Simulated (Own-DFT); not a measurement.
# Point defects and the pressure they add: 2H SiC

Everything here is calculated. The program is Own-DFT (plane waves, in-house, since retired, never reviewed by a person); positions were held fixed, and spin and spin-orbit coupling were off.

All runs used: PBE; PseudoDojo norm-conserving scalar-relativistic files; cutoff 42 hartree; 4 x 4 x 3 k mesh centred on Gamma; Fermi-Dirac smearing of 0.1 eV.

Limits (not all hold for every row): some atoms lie very close together; not probed for a lower state with spin; forces on such cells moved up to 12 meV/angstrom on a denser k mesh; forces on such cells passed a denser k mesh, each cell not checked; stress not checked against mesh or cutoff.

All runs share one cell, with vectors in Å (9.248, 0.000, 0.000); (-4.624, 8.009, 0.000); (0.000, 0.000, 10.068) and a volume of 745.7 Å³. u is the rms random offset of the atoms per axis. The defect's site can differ from row to row.

```
cell,formula,u (Å),P (GPa)
no defect,C36Si36,0.0292,3.79
no defect,C36Si36,0.0294,3.89
no defect,C36Si36,0.0678,6.48
one Si on a C site,C35Si37,0.0293,10.38
one Si on a C site,C35Si37,0.0306,10.31
one Si on a C site,C35Si37,0.0508,12.17
one C vacancy,C35Si36,0.0286,3.61
one C vacancy,C35Si36,0.0291,3.75
one C vacancy,C35Si36,0.0332,4.00
two N on a C site each,C34N2Si36,0.0291,2.97
two N on a C site each,C34N2Si36,0.0299,2.85
two N on a C site each,C34N2Si36,0.0486,3.95
two Al on a Si site each,Al2C36Si34,0.0274,5.85
two Al on a Si site each,Al2C36Si34,0.0299,?
two Al on a Si site each,Al2C36Si34,0.0464,6.92
two Al on a Si site each,Al2C36Si34,0.0501,7.21
```

## Worked fit

P = P0 + c u² + a shift for each defect gives P0 = 3.11 GPa, c = 763 ± 46 GPa/Å² and a scatter of 0.17 GPa. The shifts, and each times the cell's volume:

- one Si on a C site: 6.73 ± 0.15 GPa, 31.3 eV
- two Al on a Si site each: 2.17 ± 0.14 GPa, 10.1 eV (5.0 eV for each of its 2 sites)
- one C vacancy: -0.03 ± 0.15 GPa, -0.2 eV (not resolved)
- two N on a C site each: -0.90 ± 0.15 GPa, -4.2 eV (-2.1 eV for each of its 2 sites)

Positive is outwards. The product with the volume (160.2 GPa Å³ to the eV) is nearly free of the cell's size; divided by the bulk modulus at the cell's pressure it gives the volume that the defect adds. The atoms around the defects weren't relaxed, which would change these numbers.

## The run left out

Asked: what pressure belongs in the blank (two Al on a Si site each, u = 0.0299 Å)?

The fit gives 5.96 ± 0.21 GPa. The calculation gave 5.85 GPa.
